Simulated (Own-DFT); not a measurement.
Simulation results for Si3N4 (beta silicon nitride, atoms displaced)

Computed with Own-DFT development build. A calculation, not a measurement: plane-wave PBE density functional theory by an unreviewed code, no spin, of a simulated periodic cell, stress positive in tension, free energy of the whole cell less one offset for each atom, forces on such cells moved up to 12 meV/angstrom on a denser k mesh; offsets are fitted by least squares, one for each functional and potential file, so energies compare only between cells with the same atoms and settings and are not formation energies; the far tail of each file's local potential was reset to the Coulomb form; each entry is a single point on an unrelaxed cell, so the pressure reflects the starting lattice, mostly measured values (interpolated for alloys), from which strain is counted, and rises with the displacements; printed positions are rounded, which can move forces by about a meV/angstrom; the program, named Own-DFT, is a retired in-house code; no spin-orbit coupling; before rounding, a Quantum ESPRESSO 7.3.1 run of the same cell and cutoff gave forces within 1 meV/angstrom rms on each cell, which checks the program and not the settings.

Settings shared by all entries: functional PBE; potential files PseudoDojo norm-conserving, scalar-relativistic, standard set; wave cutoff 42 hartree; occupations Fermi-Dirac; smearing width 0.1 eV; k mesh 2 x 2 x 4 centred on Gamma.

(1) Si3N4 (beta silicon nitride, atoms displaced)

```
cell vectors (Å)
  15.2120     0.0000     0.0000
  -7.6060    13.1740     0.0000
   0.0000     0.0000     5.8180
atoms (fractions of the cell vectors)
Si  0.07950  0.37966  0.12776
Si  0.10897  0.19617  0.13135
Si  0.29762  0.41518  0.14268
Si  0.41445  0.11430  0.38446
Si  0.38296  0.29640  0.38608
Si  0.19855  0.08293  0.37334
N   0.16586  0.01690  0.11437
N   0.48818  0.15374  0.12303
N   0.35143  0.33727  0.13037
N   0.33753  0.48438  0.37296
N   0.00980  0.34302  0.38443
N   0.15335  0.17606  0.37336
N   0.17451  0.33475  0.13254
N   0.33740  0.16272  0.37466
Si  0.08678  0.38774  0.62439
Si  0.12055  0.20297  0.62118
Si  0.30367  0.41884  0.62463
Si  0.41103  0.11238  0.87711
Si  0.38338  0.29551  0.87570
Si  0.20755  0.08956  0.86514
N   0.17193  0.01637  0.61559
N   0.47932  0.15048  0.64051
N   0.34397  0.32996  0.62704
N   0.33111  0.48096  0.88515
N   0.01213  0.34457  0.87826
N   0.15028  0.16922  0.88185
N   0.17317  0.32755  0.62234
N   0.33568  0.16829  0.87788
Si  0.09504  0.88612  0.12915
Si  0.11168  0.69695  0.12711
Si  0.29542  0.91479  0.14007
Si  0.41303  0.61265  0.38494
Si  0.37700  0.79276  0.37353
Si  0.20296  0.59296  0.36696
N   0.16639  0.50693  0.10584
N   0.48371  0.64679  0.12704
N   0.34625  0.83722  0.11162
N   0.33626  0.98691  0.36916
N   0.01773  0.85612  0.38630
N   0.14718  0.66427  0.37448
N   0.17178  0.84066  0.11387
N   0.33269  0.66180  0.38082
Si  0.09111  0.87868  0.63747
Si  0.11375  0.70263  0.63202
Si  0.29574  0.91281  0.61363
Si  0.41627  0.61772  0.88848
Si  0.38017  0.79475  0.88922
Si  0.20810  0.59078  0.87537
N   0.16227  0.51730  0.61817
N   0.48796  0.65037  0.62589
N   0.35291  0.83399  0.63659
N   0.33121  0.98495  0.87662
N   0.00981  0.85159  0.88114
N   0.15579  0.66829  0.87173
N   0.17154  0.83674  0.61922
N   0.33423  0.66738  0.85416
Si  0.59075  0.39122  0.12508
Si  0.61472  0.20015  0.10804
Si  0.79466  0.41057  0.13475
Si  0.91921  0.11986  0.38355
Si  0.88437  0.29829  0.37998
Si  0.70136  0.08907  0.38175
N   0.66494  0.01569  0.14180
N   0.98166  0.14923  0.13725
N   0.85189  0.33606  0.14433
N   0.83614  0.48669  0.37334
N   0.51694  0.34469  0.37594
N   0.64870  0.16392  0.38656
N   0.66628  0.32920  0.12757
N   0.82985  0.16219  0.37955
Si  0.59191  0.38925  0.62805
Si  0.61238  0.20415  0.62346
Si  0.79373  0.41435  0.62112
Si  0.91098  0.11963  0.86176
Si  0.88903  0.30162  0.87451
Si  0.69841  0.08517  0.88577
N   0.67009  0.02198  0.62042
N   0.98486  0.15288  0.63520
N   0.85192  0.33217  0.62518
N   0.83499  0.48628  0.87020
N   0.51171  0.34498  0.87949
N   0.64934  0.16648  0.87786
N   0.66356  0.32523  0.63151
N   0.82800  0.16397  0.87241
Si  0.59206  0.88590  0.13147
Si  0.61463  0.70020  0.12219
Si  0.79846  0.91826  0.12222
Si  0.91976  0.61642  0.37705
Si  0.88300  0.79667  0.36810
Si  0.71361  0.58915  0.37136
N   0.65831  0.50722  0.12233
N   0.98401  0.64924  0.12348
N   0.84912  0.83212  0.13773
N   0.83166  0.97619  0.37712
N   0.51416  0.85162  0.37965
N   0.64878  0.66570  0.37283
N   0.66855  0.83282  0.12508
N   0.83537  0.66873  0.38173
Si  0.58968  0.88950  0.61894
Si  0.61057  0.69655  0.60956
Si  0.80046  0.91825  0.63374
Si  0.90976  0.61151  0.86014
Si  0.88831  0.79453  0.87778
Si  0.70494  0.59153  0.87307
N   0.67038  0.51723  0.63011
N   0.97907  0.64863  0.62403
N   0.85275  0.83360  0.62269
N   0.83157  0.97887  0.88897
N   0.51583  0.84646  0.85866
N   0.65030  0.66808  0.86136
N   0.66640  0.82916  0.62731
N   0.83442  0.66218  0.86653
```

| Property | Result |
| --- | --- |
| free energy of cell above offsets | -7.920 eV |
| pressure | 8 GPa |
| stress xx | -7.29 GPa |
| stress yy | -7.65 GPa |
| stress zz | -9.05 GPa |
| stress yz | 0.01 GPa |
| stress xz | 0.11 GPa |
| stress xy | -2.04 GPa |

Force:
```
element  x (eV/Å)  y (eV/Å)  z (eV/Å)
     Si     4.012     -0.72     0.687
     Si     0.495     3.672    -1.752
     Si     1.093      -2.6    -3.608
     Si      0.67     2.093    -1.524
     Si     1.419    -0.903     -2.14
     Si     1.115     2.894    -1.674
      N    -0.098     -0.23     0.641
      N    -1.203    -1.738     0.844
      N     0.874    -0.379     0.321
      N     0.114     2.211     2.701
      N     1.793     1.483    -0.879
      N     3.533    -4.294     0.127
      N    -5.133    -2.135     -0.12
      N    -3.654     0.899     0.078
     Si     2.818    -1.841     0.374
     Si    -1.456     0.278     2.683
     Si    -1.123        -3     1.635
     Si    -0.849     0.936     2.179
     Si     -0.78      0.87     1.222
     Si    -1.066      0.65     0.748
      N    -0.595    -1.913     1.997
      N     2.731     0.388     -2.43
      N     0.989     0.642      0.51
      N     0.613     3.067     -0.93
      N      1.57     1.087     -0.75
      N     1.622    -2.228    -1.095
      N    -3.707     4.581     0.214
      N    -0.409    -0.823    -0.067
     Si    -4.983     0.606     0.552
     Si      0.18     2.742    -1.582
     Si     1.256     1.017    -4.448
     Si     0.429     0.819    -0.822
     Si     2.317     1.619     0.866
     Si     1.833    -3.984    -0.094
      N    -1.174     3.433     2.103
      N     0.449      0.54     1.754
      N     0.549    -1.026     3.986
      N     0.339    -0.838     2.033
      N     1.535    -0.704    -1.066
      N    -0.805      0.75     0.537
      N     0.228    -4.808     0.549
      N    -1.256     1.299    -0.938
     Si    -4.748     2.635    -1.083
     Si      0.45     0.398    -0.635
     Si     3.154      1.42     2.934
     Si    -1.054    -1.627    -2.802
     Si     3.117     1.096    -3.334
     Si    -0.117    -2.704     -1.18
      N    -0.082     0.549     0.066
      N    -3.075    -1.927     0.723
      N    -2.442     0.728    -2.401
      N     0.191     -1.21    -0.332
      N     6.438     1.819     0.267
      N    -1.656     0.161     1.005
      N    -0.293    -3.744     0.091
      N     0.865    -0.167     1.608
     Si    -0.984    -9.086     0.167
     Si    -0.766     0.904     4.697
     Si     0.158    -0.458    -1.861
     Si    -3.687    -2.538      0.09
     Si    -0.018    -3.438     0.625
     Si     0.736     1.064    -0.503
      N    -0.235    -0.233    -2.035
      N     0.386     0.214    -2.836
      N    -0.371       0.8     -3.42
      N    -0.188      0.21     0.549
      N    -0.275     1.168     0.831
      N    -1.292     0.603    -2.032
      N    -0.492     2.085    -0.097
      N     1.447     1.978    -0.259
     Si    -1.429    -2.987     0.103
     Si     0.549    -3.769     0.416
     Si     1.293    -2.223     0.858
     Si    -0.744    -1.771     4.102
     Si    -2.863    -2.781     1.174
     Si     0.403     0.411    -0.865
      N     -0.41    -2.881     2.937
      N     2.086     0.406    -1.553
      N    -2.416     2.285     1.062
      N     0.229    -2.348     0.922
      N     1.905     2.002    -0.838
      N     1.381    -1.293    -2.451
      N     -0.54     5.886    -0.162
      N     0.624     1.635     0.449
     Si     -1.37    -1.549    -1.232
     Si      0.37     1.736    -0.679
     Si     0.772    -5.027     3.783
     Si    -3.825    -0.428     -2.14
     Si     1.202     1.412     3.078
     Si    -4.064    -1.507     0.211
      N     1.454     9.391     0.117
      N     0.474    -0.107    -1.153
      N    -0.894     0.539    -3.987
      N     0.465     4.738     0.727
      N    -0.995      -0.6    -1.798
      N     2.725    -2.264    -1.796
      N     -0.51    -0.374     0.017
      N     3.053    -0.502     -0.78
     Si     1.572    -1.268      0.54
     Si     1.645     3.831     1.839
     Si     0.072    -4.891    -0.987
     Si    -0.474     0.377     3.293
     Si    -5.049    -0.306    -0.401
     Si     -0.67    -0.854     0.446
      N     0.195     0.162    -1.207
      N     4.389     2.035      0.42
      N    -0.604     0.395     1.485
      N     0.416     5.509    -4.021
      N    -1.006     0.332     3.527
      N     1.037    -1.447     1.737
      N    -0.831     1.765    -0.305
      N    -1.072     1.219      0.85
```

(2) Si3N4 (beta silicon nitride, atoms displaced)

```
cell vectors (Å)
  15.2120     0.0000     0.0000
  -7.6060    13.1740     0.0000
   0.0000     0.0000     5.8180
atoms (fractions of the cell vectors)
Si  0.08592  0.38723  0.13658
Si  0.11724  0.20263  0.12649
Si  0.29837  0.40670  0.13029
Si  0.41507  0.12172  0.38056
Si  0.38074  0.29735  0.37767
Si  0.20008  0.07947  0.38620
N   0.16612  0.01226  0.12867
N   0.48766  0.15530  0.12057
N   0.34900  0.34025  0.12860
N   0.33157  0.48079  0.37941
N   0.01195  0.35074  0.37554
N   0.15211  0.16914  0.37197
N   0.16378  0.33576  0.12126
N   0.33533  0.16202  0.38632
Si  0.08376  0.37815  0.65256
Si  0.11671  0.20419  0.64295
Si  0.29486  0.40942  0.62360
Si  0.41318  0.11352  0.87243
Si  0.38094  0.29634  0.86478
Si  0.20386  0.09024  0.87224
N   0.16386  0.01624  0.62283
N   0.48758  0.14904  0.63200
N   0.34965  0.33735  0.62690
N   0.33507  0.48118  0.87709
N   0.01417  0.35225  0.87504
N   0.15232  0.17388  0.87264
N   0.16838  0.33830  0.62525
N   0.33139  0.16106  0.88295
Si  0.09041  0.88938  0.13322
Si  0.12296  0.70463  0.11537
Si  0.29941  0.92050  0.12855
Si  0.41883  0.61197  0.35339
Si  0.38609  0.79710  0.37735
Si  0.19884  0.58412  0.39039
N   0.16890  0.51492  0.11573
N   0.48810  0.64957  0.11930
N   0.35325  0.83909  0.14201
N   0.32670  0.98130  0.37427
N   0.01587  0.85241  0.37090
N   0.15357  0.67157  0.38355
N   0.16679  0.83519  0.14278
N   0.33315  0.66812  0.35825
Si  0.08430  0.88241  0.62939
Si  0.10788  0.69794  0.64649
Si  0.30441  0.91256  0.62454
Si  0.41053  0.60662  0.87140
Si  0.38344  0.79552  0.86138
Si  0.20526  0.58597  0.86456
N   0.16929  0.51724  0.63059
N   0.48539  0.65112  0.62173
N   0.35363  0.83563  0.62298
N   0.33312  0.97749  0.89821
N   0.01487  0.84827  0.86815
N   0.14929  0.67057  0.87473
N   0.17083  0.83403  0.63603
N   0.33593  0.67069  0.88367
Si  0.59246  0.38845  0.11779
Si  0.61475  0.20260  0.11621
Si  0.79859  0.41038  0.12023
Si  0.91165  0.11179  0.37803
Si  0.88384  0.30275  0.38066
Si  0.70435  0.08127  0.37420
N   0.66558  0.01565  0.11803
N   0.98412  0.14923  0.11014
N   0.84889  0.33566  0.12774
N   0.82778  0.48589  0.37011
N   0.51564  0.35035  0.37982
N   0.65273  0.17223  0.37564
N   0.67009  0.33446  0.11250
N   0.83466  0.16382  0.38477
Si  0.58001  0.38456  0.61703
Si  0.61954  0.19797  0.63489
Si  0.80118  0.41296  0.60785
Si  0.91756  0.11898  0.86641
Si  0.88014  0.28853  0.88785
Si  0.70223  0.08765  0.88357
N   0.66639  0.01329  0.63065
N   0.98854  0.15129  0.62191
N   0.84637  0.32895  0.62231
N   0.82768  0.48161  0.88388
N   0.51175  0.34721  0.88510
N   0.64812  0.16238  0.88412
N   0.66936  0.33426  0.61867
N   0.83415  0.16418  0.86284
Si  0.59411  0.88354  0.11305
Si  0.61342  0.70194  0.13450
Si  0.79824  0.91374  0.12525
Si  0.90892  0.61895  0.37967
Si  0.88867  0.79846  0.38242
Si  0.70544  0.59209  0.37344
N   0.66014  0.51617  0.12578
N   0.98333  0.64832  0.12142
N   0.84285  0.83943  0.13195
N   0.83332  0.98804  0.36858
N   0.51120  0.84507  0.38412
N   0.65590  0.66964  0.38140
N   0.66613  0.83779  0.12154
N   0.83291  0.67154  0.37466
Si  0.59264  0.88707  0.63677
Si  0.61148  0.70153  0.63707
Si  0.79753  0.91120  0.61612
Si  0.91415  0.61951  0.86580
Si  0.88441  0.79331  0.87326
Si  0.70364  0.58721  0.87960
N   0.66652  0.51886  0.64010
N   0.98426  0.64972  0.62123
N   0.85446  0.83333  0.63469
N   0.84050  0.99379  0.86554
N   0.51276  0.84847  0.86554
N   0.65805  0.66921  0.86636
N   0.66742  0.83347  0.64000
N   0.83567  0.66606  0.88475
```

| Property | Result |
| --- | --- |
| free energy of cell above offsets | -7.785 eV |
| pressure | 8.25 GPa |
| stress xx | -8.81 GPa |
| stress yy | -6.87 GPa |
| stress zz | -9.08 GPa |
| stress yz | 1.32 GPa |
| stress xz | -0.25 GPa |
| stress xy | 0.75 GPa |

Force:
```
element  x (eV/Å)  y (eV/Å)  z (eV/Å)
     Si     0.618    -0.129    -1.026
     Si    -2.616     1.619     0.663
     Si    -6.953     3.934    -0.291
     Si      3.52    -2.738    -0.847
     Si     1.726    -1.031    -0.832
     Si     0.041     3.537     -3.25
      N    -0.648     3.678     -0.97
      N    -1.332     -1.02     0.769
      N      5.95    -4.821    -0.688
      N     0.924     1.044    -1.067
      N     1.005     0.701     1.883
      N     1.541     -1.15     1.846
      N     1.656    -1.174      0.33
      N    -4.654     2.782     -0.17
     Si     0.546     2.504    -5.422
     Si    -1.371     1.751    -5.701
     Si    -0.837     2.264      0.65
     Si     0.314    -0.985     1.392
     Si     1.557    -0.778     2.919
     Si    -0.547    -1.431     0.942
      N    -0.615    -1.599     3.095
      N    -0.389    -0.484    -0.558
      N     0.836    -1.179    -0.714
      N     0.175    -0.949     0.072
      N    -2.117    -1.325     3.606
      N     3.941    -2.475     2.577
      N     0.014    -2.565     0.345
      N    -0.742     2.336    -0.446
     Si     1.004    -4.006    -2.022
     Si     -3.37     1.563      5.15
     Si     0.565    -7.012      4.07
     Si    -4.675     0.489     4.129
     Si     -0.52    -0.854    -1.181
     Si         1      3.08    -4.064
      N    -0.944     0.583     1.507
      N    -0.171    -0.892    -1.811
      N    -0.669     0.191    -3.102
      N     0.917     4.219     2.716
      N    -0.049      0.11     1.081
      N      0.18    -1.819     0.246
      N    -0.012    -0.037    -0.841
      N     1.345    -2.534     0.973
     Si     3.163     0.048    -0.986
     Si      1.89     3.914    -5.203
     Si    -2.689    -0.692     0.851
     Si    -1.405     3.154    -0.723
     Si    -0.132     1.608     3.968
     Si    -0.258     2.496     3.346
      N    -0.615    -3.489    -0.213
      N    -0.725    -1.519    -0.231
      N    -0.415     0.266    -0.005
      N     0.571      5.65    -7.833
      N    -0.519     0.255     2.561
      N     4.307    -3.309    -0.077
      N    -1.926    -0.164     0.084
      N     0.823    -3.211    -0.887
     Si     0.055     -2.07     1.085
     Si    -0.164     1.604     3.099
     Si     -2.04     1.592     0.325
     Si     0.493     2.999    -1.596
     Si     1.639    -3.297    -1.146
     Si    -1.194      2.22     0.594
      N     0.105    -1.029      1.53
      N     1.242     0.443     2.787
      N     1.857    -1.368    -0.175
      N     0.969     0.854    -0.284
      N    -2.238    -0.703    -3.012
      N     2.245    -2.589    -0.774
      N    -1.367     -0.58     0.273
      N    -0.901     1.379    -0.714
     Si     4.636     0.813     3.616
     Si    -2.062     3.316    -2.121
     Si    -2.519    -0.521     3.394
     Si    -0.872    -0.395     0.151
     Si    -0.407     2.469     -1.69
     Si     1.361     -0.21    -2.094
      N    -0.197     1.833    -0.089
      N    -0.095     0.048    -0.544
      N    -0.508     0.976     2.535
      N     1.273     2.216    -3.409
      N    -0.517     0.345    -1.813
      N     1.401     -0.65    -0.796
      N     -1.44    -0.894     0.186
      N    -0.976    -0.052     0.867
     Si    -7.737     0.625     1.606
     Si     3.306     1.726     -1.51
     Si    -2.885     3.158    -2.128
     Si     2.088    -0.918    -2.797
     Si     -2.67     1.502    -1.356
     Si    -0.385    -2.002     1.504
      N     0.328     1.208     0.918
      N     0.669     0.565     0.503
      N     6.399    -3.935    -0.178
      N     0.202    -2.715     0.974
      N     4.284     2.215    -0.953
      N    -2.309     0.686    -0.211
      N     4.796    -2.953      0.46
      N     0.839    -0.891     0.103
     Si    -2.464    -2.188    -2.472
     Si     2.007     0.933     -1.33
     Si     0.411     0.813     1.934
     Si     0.867    -2.975     2.989
     Si    -1.032     1.304     2.445
     Si     0.475     0.688     0.148
      N    -0.406    -1.443    -3.254
      N     -2.04    -0.756     -0.09
      N    -1.833     1.329    -1.843
      N    -0.182    -4.259     0.094
      N     1.737     0.762     1.821
      N    -1.803     0.494     2.743
      N     1.048    -0.241    -0.654
      N      -1.7     0.114    -0.262
```
